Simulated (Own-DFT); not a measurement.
# Computed records: SiC (2H silicon carbide, strained, atoms displaced)

All values are calculated (Own-DFT development build). A calculation, not a measurement: plane-wave PBE density functional theory by an unreviewed code, no spin, of a simulated periodic cell, stress positive in tension, free energy of the whole cell less one offset for each atom, forces on such cells passed a denser k mesh, this cell's mesh not checked; offsets are fitted by least squares, one for each functional and potential file, so energies compare only between cells with the same atoms and settings and are not formation energies; the far tail of each file's local potential was reset to the Coulomb form; each entry is a single point on an unrelaxed cell, so the pressure reflects the starting lattice, mostly measured values (interpolated for alloys), from which strain is counted, and rises with the displacements; printed positions are rounded, which can move forces by about a meV/angstrom; the program, named Own-DFT, is a retired in-house code; no spin-orbit coupling; before rounding, a Quantum ESPRESSO 7.3.1 run of the same cell and cutoff gave forces within 1 meV/angstrom rms on each cell, which checks the program and not the settings.

Settings shared by all entries: functional PBE; potential files PseudoDojo norm-conserving, scalar-relativistic, standard set; wave cutoff 42 hartree; occupations Fermi-Dirac; smearing width 0.1 eV; k mesh 4 x 4 x 3 centred on Gamma.

(1) SiC (2H silicon carbide, strained, atoms displaced)

```xyz
72
Lattice="9.3718 0.1510 -0.1283 -4.5551 7.9425 0.0302 -0.1397 -0.0427 9.9553" Properties=species:S:1:pos:R:3 SiC
Si     0.0311     0.0019     0.0596
Si    -0.0017     1.7163     2.5250
C      9.3407     0.1477     1.7702
C     -0.0070     1.7978     4.3018
Si    -0.0585    -0.0020     4.9468
Si    -0.0837     1.7284     7.4766
C     -4.5715     7.8953     6.9124
C     -0.0457     1.7382     9.4153
Si     7.7201     2.7137     9.8168
Si    -1.5844     4.4001     2.4339
C      7.7988     2.7506     1.7818
C     -1.6157     4.4558     4.3251
Si     7.7746     2.7040     4.9398
Si    -1.5553     4.4270     7.4460
C     -1.5645     2.6324     6.9569
C     -1.6544     4.4687     9.4666
Si    -3.1419     5.2350     9.9690
Si    -2.9949     7.0863     2.5576
C      6.3064     5.4322     1.7110
C     -3.1372     7.0344     4.3795
Si    -3.0833     5.2826     4.9829
Si    -3.0293     7.0974     7.4841
C      6.1833     5.3470     6.6962
C     -3.1709     7.0654     9.2436
Si     3.0732     0.1474     0.0213
Si     3.0891     1.8553     2.3802
C      3.0121     0.0679     1.8023
C      3.0482     1.8481     4.2976
Si    -1.4946     7.9273     4.9881
Si     3.0495     1.7469     7.4340
C     -1.5812     7.9356     6.8859
C      3.0508     1.7428     9.2624
Si     1.5890     2.6561    -0.0040
Si     1.6141     4.4074     2.4314
C      1.5995     2.6168     1.7949
C      1.5470     4.4188     4.4207
Si     1.6259     2.6619     4.9024
Si     1.5981     4.5121     7.3983
C      1.4788     2.6692     6.7987
C      1.5451     4.4387     9.4127
Si     0.1292     5.3231     0.0128
Si     0.0494     7.1399     2.4796
C     -0.0161     5.4175     1.7714
C      0.1173     7.0916     4.3558
Si     0.0563     5.2435     4.9930
Si     0.0033     7.1069     7.5268
C      0.0556     5.3366     6.8180
C     -0.0650     7.1099     9.2404
Si     1.6688     7.9813     0.0520
Si     6.1629     1.8438     2.4557
C      6.2164     0.1560     1.7673
C      6.2371     1.8593     4.2468
Si     6.2982     0.0882     4.8460
Si     6.1660     1.9129     7.3940
C      6.1018     0.1102     6.7601
C      6.1376     1.8499     9.1410
Si     4.6651     2.7733     0.0537
Si     4.7134     4.4661     2.4047
C      4.7549     2.7545     1.7208
C      4.6730     4.5120     4.2790
Si     4.6339     2.7910     4.9800
Si     4.6362     4.5866     7.3268
C      4.6247     2.7280     6.7946
C      4.6089     4.5333     9.2116
Si     3.1776     5.4382    -0.0352
Si     3.1908     7.2377     2.3951
C      3.2139     5.4131     1.7681
C      3.1316     7.1870     4.3657
Si     3.2028     5.4031     4.9220
Si     3.1776     7.1669     7.3945
C      3.1095     5.3651     6.7809
C      3.0386     7.2623     9.2937
```

* free energy of cell above offsets: -4.200 eV
* pressure: 5.25 GPa
* stress xx: 1.75 GPa
* stress yy: -1.29 GPa
* stress zz: -16.22 GPa
* stress yz: -1.75 GPa
* stress xz: -3.63 GPa
* stress xy: 8.45 GPa

Force:
```tsv
element	x (eV/Å)	y (eV/Å)	z (eV/Å)
Si	-0.762	-0.267	-1.554
Si	-0.546	1.493	-1.877
C	0.264	-0.859	0.571
C	-0.003	-0.587	2.432
Si	-0.398	0.44	1.078
Si	1.711	0.073	0.702
C	-1.744	0.447	-1.177
C	-1.039	-0.068	-1.373
Si	-0.954	0.723	0.545
Si	1.304	0.011	0.4
C	-0.075	-0.278	-0.31
C	1.856	-1.411	0.799
Si	0.486	1.931	-1.52
Si	-0.275	0.269	1.374
C	-1.343	-0.292	-1.281
C	2.723	-2.409	-2.912
Si	-2.514	1.627	-0.69
Si	-1.392	-1.128	-1.475
C	-1.205	0.58	1.627
C	1.689	0.501	0.321
Si	-1.047	-0.423	-0.008
Si	-1.779	-2.083	-0.977
C	1.662	1.721	0.535
C	0.643	-0.308	3.841
Si	0.265	-3.014	-2.783
Si	1.452	-0.766	1.434
C	1.306	0.146	1.929
C	2.832	-1.607	-0.687
Si	0.22	0.537	-0.221
Si	-0.1	1.532	-0.806
C	1.917	0.335	-1.447
C	-0.559	2.083	1.58
Si	1.124	0.807	-1.686
Si	-0.716	1.65	0.3
C	-1.598	1.351	1.477
C	2.038	0.576	-2.474
Si	-2.953	0.312	1.724
Si	-0.785	-1.91	1.307
C	0.747	-0.135	0.697
C	-0.495	-0.367	-2.04
Si	-1.308	1.131	-2.05
Si	0.309	-0.282	-0.204
C	1.103	-1.5	3.154
C	-0.61	0.054	-0.244
Si	-1.682	1.644	-1.19
Si	0.833	0.365	-3.834
C	-1.38	0.093	1.179
C	0.513	-0.444	4.925
Si	-1.224	2.303	-4.388
Si	2.406	1.303	-1.569
C	-1.193	-1.301	2.403
C	-0.817	0.386	1.755
Si	-4.824	1.065	2.543
Si	0.223	-1.122	-1.445
C	1.134	-0.224	-0.249
C	-0.385	0.024	4.538
Si	1.548	0.117	-7.577
Si	0.653	2.054	-0.415
C	-1.837	-0.684	5.209
C	0.815	0.143	-0.281
Si	0.231	-1.671	-1.348
Si	0.63	-2.205	1.692
C	-0.851	0.471	0.185
C	-0.113	-0.16	1.135
Si	1.429	0.41	-1.644
Si	0.676	-1.36	0.726
C	-0.869	-0.248	2.308
C	3.667	-1.293	-2.542
Si	-1.949	-0.395	-0.298
Si	-1.026	0.909	0.263
C	0	1.335	-0.189
C	1.946	-2.154	0.077
```

(2) SiC (2H silicon carbide, strained, atoms displaced)

```xyz
72
Lattice="9.2749 -0.1209 0.0172 -4.7421 8.2263 0.0387 0.0187 0.0594 9.8713" Properties=species:S:1:pos:R:3 SiC
Si    -4.6847     8.1948     0.0481
Si    -0.0964     1.7954     2.5733
C      9.2750    -0.1086     1.9128
C      0.0123     1.8535     4.3403
Si     9.2369    -0.0625     4.9143
Si     0.0164     1.9086     7.4582
C      4.4810     8.1461     6.8043
C     -0.0227     1.8140     9.2153
Si    -1.5869     2.7916     0.0716
Si    -1.6470     4.5517     2.4583
C     -1.5081     2.7180     1.8218
C     -1.5062     4.5311     4.3082
Si     7.6257     2.5782     4.9953
Si    -1.7147     4.5875     7.4117
C      7.7125     2.6031     6.9105
C     -1.6687     4.6402     9.2961
Si     6.1219     5.3429     0.0580
Si    -3.1930     7.3342     2.5828
C     -3.1020     5.4987     1.9303
C     -3.1866     7.3159     4.4051
Si    -3.1320     5.5406     4.9383
Si    -3.2656     7.3690     7.3647
C      6.1458     5.3542     6.9065
C     -3.1366     7.2556     9.3595
Si     3.1318     0.0776     9.8633
Si     3.0738     1.8197     2.4811
C     -1.6186     8.1706     1.8215
C      3.0735     1.8659     4.3704
Si     3.1371     0.0082     4.9793
Si     3.1628     1.8782     7.4661
C      3.1464     0.0148     6.8083
C      3.0835     1.8991     9.3297
Si     1.5842     2.7905     9.7821
Si     1.5078     4.5065     2.5772
C      1.5307     2.6678     1.9045
C      1.4898     4.5424     4.3705
Si     1.4837     2.6946     4.9770
Si     1.5044     4.4741     7.4679
C      1.4919     2.6286     6.8607
C      1.5423     4.6005     9.3306
Si     0.0612     5.4514     0.0904
Si    -0.0756     7.3166     2.5009
C     -0.0296     5.4857     1.9096
C     -0.1552     7.2218     4.4226
Si    -0.0444     5.5156     4.9598
Si    -0.1464     7.3457     7.3976
C     -0.0281     5.5397     6.8511
C     -0.0760     7.3447     9.2464
Si     6.1585     0.0440     9.7988
Si     6.1450     1.7749     2.4598
C      6.2124    -0.0547     1.9000
C      6.1102     1.7388     4.3578
Si     6.2872    -0.0390     4.9080
Si     6.1612     1.7934     7.4191
C      1.4319     8.1293     6.8591
C      6.2819     1.8102     9.2978
Si     4.6091     2.6209     0.0809
Si     4.5821     4.5176     2.5227
C      4.5802     2.6325     1.9254
C      4.6832     4.4455     4.2998
Si     4.6204     2.6540     4.8833
Si     4.5935     4.4649     7.4098
C      4.5840     2.6962     6.7570
C      4.6823     4.5055     9.3401
Si     2.9708     5.5110     9.9019
Si     2.9922     7.2281     2.4323
C      2.8794     5.4296     1.9595
C      2.9588     7.1980     4.3660
Si     3.0321     5.4112     4.9422
Si     3.0146     7.2205     7.5354
C      3.0766     5.4936     6.8542
C      2.9895     7.3272     9.2878
```

* free energy of cell above offsets: -5.168 eV
* pressure: 4.61 GPa
* stress xx: -2.83 GPa
* stress yy: 5.58 GPa
* stress zz: -16.58 GPa
* stress yz: 2.36 GPa
* stress xz: 0.25 GPa
* stress xy: -5.12 GPa

Force:
```tsv
element	x (eV/Å)	y (eV/Å)	z (eV/Å)
Si	-0.311	0.291	-0.262
Si	2.125	0.406	-3.01
C	0.322	-0.151	-0.078
C	-2.047	-0.812	1.476
Si	0.341	-1.128	0.405
Si	-2.298	-2.661	-1.118
C	0.509	0.617	0.873
C	0.867	1.173	2.795
Si	1.34	-0.131	-2.884
Si	2.248	0.038	0.255
C	-1.577	0.789	2.785
C	-1.701	-0.041	1.222
Si	1.74	1.756	0.205
Si	3.877	-0.421	0.963
C	-0.152	1.466	-1.856
C	2.614	-0.817	0.433
Si	0.442	0.274	0.696
Si	0.88	-0.352	-1.986
C	-1.836	0.496	-0.421
C	-0.033	1.047	0.521
Si	0.934	-1.439	0.561
Si	1.563	-0.723	1.556
C	-1.983	1.865	-2.562
C	-0.695	2.638	-1.64
Si	-0.459	-1.683	-1.026
Si	-1.132	-1.614	0.206
C	-0.415	1.05	2.874
C	-0.789	-1.687	-0.486
Si	-0.536	0.213	-0.843
Si	-1.966	-2.026	-0.717
C	-2.114	1.093	0.582
C	0.994	-1.186	-1.242
Si	-2.171	-0.535	2.97
Si	-2.186	-1.068	-1.474
C	-0.811	0.782	-0.633
C	0.059	-0.659	1.671
Si	1.212	1.331	0.041
Si	-0.352	2.075	-1.38
C	2.408	2.361	-0.66
C	-0.696	-1.231	-1.121
Si	-3.158	0.738	-1.311
Si	-0.529	-1.107	0.39
C	-0.238	-0.537	0.709
C	1.338	2.466	-1.513
Si	-0.01	-1.801	0.859
Si	1.651	-1.649	0.544
C	-0.89	-1.768	-0.014
C	-0.165	-0.002	1.123
Si	0.905	-0.738	1.223
Si	0.641	-0.836	0.033
C	-0.411	0.815	-1.183
C	1.128	-0.429	-0.778
Si	-2.676	-1.228	1.312
Si	-0.123	-1.48	0.215
C	0.97	1.568	-0.393
C	-2.825	0.086	-0.05
Si	1.27	1.297	-0.708
Si	-0.33	-0.231	-1.955
C	1.164	1.546	-0.254
C	-1.451	0.822	2.164
Si	-0.284	1.105	0.946
Si	-0.177	1.006	0.892
C	1.622	0.624	0.516
C	-2.694	-0.408	-0.388
Si	2.644	-0.109	0.819
Si	-0.57	-0.131	1.486
C	3.654	0.42	-1.615
C	1.387	0.562	-0.994
Si	0.668	-0.094	0.724
Si	-0.748	1.025	-2.984
C	-0.36	-2.166	-0.182
C	0.384	-0.762	2.673
```

(3) SiC (2H silicon carbide, strained, atoms displaced)

```xyz
72
Lattice="9.1347 0.0233 0.0737 -4.5472 7.8539 -0.0747 0.0802 -0.0476 10.2419" Properties=species:S:1:pos:R:3 SiC
Si     9.1228     0.0129    10.2722
Si     0.0615     1.6923     2.5857
C      9.0818     0.0287     2.0070
C     -0.0219     1.7821     4.4938
Si     0.0999     0.0199     5.0937
Si     0.0097     1.6895     7.6643
C     -4.4524     7.7764     7.0033
C      0.0751     1.7523     9.6398
Si     7.5700     2.5959     0.0857
Si    -1.5553     4.3475     2.4959
C      7.5779     2.6194     1.9357
C     -1.3351     4.3557     4.4073
Si     7.6300     2.5854     5.2796
Si    -1.4183     4.3533     7.7014
C      7.6198     2.5956     7.0606
C     -1.4946     4.2804     9.5726
Si    -2.9961     5.2607    -0.0482
Si    -2.9967     7.0180     2.5048
C     -2.9832     5.2160     1.8000
C     -2.9998     6.9698     4.3911
Si     6.0291     5.2778     5.1380
Si    -2.9555     6.8595     7.6573
C     -2.9497     5.2924     7.0171
C     -2.8898     6.9215     9.6307
Si    -1.4208     7.7955    10.1143
Si     3.1532     1.7019     2.5639
C     -1.5038     7.7952     1.8852
C      3.0905     1.7845     4.4125
Si     3.0133     0.0040     5.1851
Si     2.9766     1.7719     7.7331
C     -1.4268     7.7937     7.0645
C      3.1450     1.6517     9.5820
Si     1.5352     2.5735     0.0061
Si     1.6374     4.4287     2.5627
C      1.5364     2.5940     1.9608
C      1.6126     4.2666     4.4437
Si     1.5186     2.6616     5.1263
Si     1.5313     4.2822     7.6296
C      1.6097     2.6498     7.0326
C      1.6439     4.2764     9.6409
Si     0.1079     5.3174     0.0013
Si     0.0248     6.8783     2.5534
C     -0.0334     5.2119     1.9001
C      0.0358     6.8950     4.4135
Si    -0.0235     5.3091     5.0371
Si     0.1609     6.9285     7.6613
C     -0.0482     5.2374     7.0365
C      0.1453     6.9567     9.5674
Si     6.0628     0.0188     0.1175
Si     6.1242     1.8637     2.6620
C      1.5184     7.8341     1.8978
C      6.1503     1.7463     4.5169
Si     6.1159    -0.0064     5.2105
Si     6.1594     1.7719     7.7033
C      1.6427     7.8306     6.9458
C      6.2645     1.6786     9.6984
Si     4.6654     2.5211    10.2235
Si     4.6223     4.4113     2.5179
C      4.5976     2.6387     1.8636
C      4.6509     4.3919     4.4535
Si     4.6195     2.5918     5.1849
Si     4.6284     4.3934     7.6897
C      4.5526     2.6510     7.0594
C      4.7555     4.3104     9.6197
Si     3.0947     5.2262     0.0469
Si     3.0294     7.0714     2.5463
C      3.1260     5.2517     1.9037
C      3.1135     6.9620     4.4854
Si     3.1586     5.0994     5.1807
Si     3.1836     6.9054     7.6765
C      3.0349     5.2202     7.0422
C      3.2468     6.9724     9.5153
```

* free energy of cell above offsets: -5.161 eV
* pressure: 8.49 GPa
* stress xx: -11.14 GPa
* stress yy: -15.43 GPa
* stress zz: 1.1 GPa
* stress yz: -1.48 GPa
* stress xz: 1.98 GPa
* stress xy: -1.45 GPa

Force:
```tsv
element	x (eV/Å)	y (eV/Å)	z (eV/Å)
Si	3.393	0.134	1.694
Si	-1.378	1.895	-0.201
C	1.2	-0.415	-0.863
C	1.402	-1.113	0.208
Si	-2.088	-0.618	0.736
Si	0.733	0.24	0.708
C	0.224	0.627	-0.958
C	-0.2	-0.82	-1.596
Si	1.616	2.015	0.257
Si	1.516	-0.595	0.757
C	1.724	0.088	1.005
C	-4.688	-1.399	0.158
Si	0.163	1.784	-3.053
Si	-2.242	-0.817	0.12
C	1.315	0.947	1.714
C	2.364	0.531	-0.003
Si	-0.314	-0.864	0.149
Si	-1.247	-1.213	-0.672
C	-1.027	1.092	1.407
C	0.203	0.327	0.063
Si	3.748	-0.206	0.475
Si	0.522	4.165	1.665
C	-0.982	-4.499	-1.841
C	-2.198	0.705	-1.949
Si	0.728	-0.293	2.104
Si	-1.583	0.612	-0.601
C	1.415	0.993	-1.073
C	-0.125	-0.965	2.311
Si	1.667	-0.002	-0.347
Si	3.137	-1.938	-0.54
C	-0.424	1.112	-0.874
C	-0.461	1.227	0.316
Si	0.168	0.59	1.512
Si	-1.859	-2.036	-0.118
C	1.208	0.29	-0.803
C	-0.362	3.587	0.454
Si	0.7	-2.159	-0.603
Si	-0.098	3.013	1.856
C	-2.67	-2.16	-1.049
C	0.127	0.854	-1.148
Si	-1.846	-2.482	0.125
Si	-0.428	1.946	-0.383
C	1.909	-0.637	-0.581
C	0.111	4.222	0.329
Si	2.6	-3.16	2.204
Si	-0.894	1.386	-0.07
C	2.959	-0.569	-1.268
C	0.014	0.174	-0.515
Si	1.544	-0.454	-0.95
Si	-0.957	-2.209	-1.172
C	-0.523	0.979	0.585
C	-0.654	0.085	0.875
Si	0.455	-1.016	-1.92
Si	-1.52	-1.48	0.981
C	-0.159	0.284	2.2
C	-2.693	-0.503	-2.157
Si	0.719	1.066	0.146
Si	0.198	-0.654	0.301
C	0.075	-0.055	1.16
C	-0.283	-1.907	-0.15
Si	-0.397	0.41	-1.062
Si	0.1	-0.151	0.852
C	0.83	-0.789	0.508
C	-1.804	0.014	-0.398
Si	0.675	0.134	-1.541
Si	0.705	-1.713	1.253
C	-0.625	1.23	0.152
C	-0.039	-0.166	0.076
Si	-2.07	2.623	-1.441
Si	-1.16	1.581	-0.8
C	1.131	-1.133	0.106
C	-3.298	-1.771	1.178
```
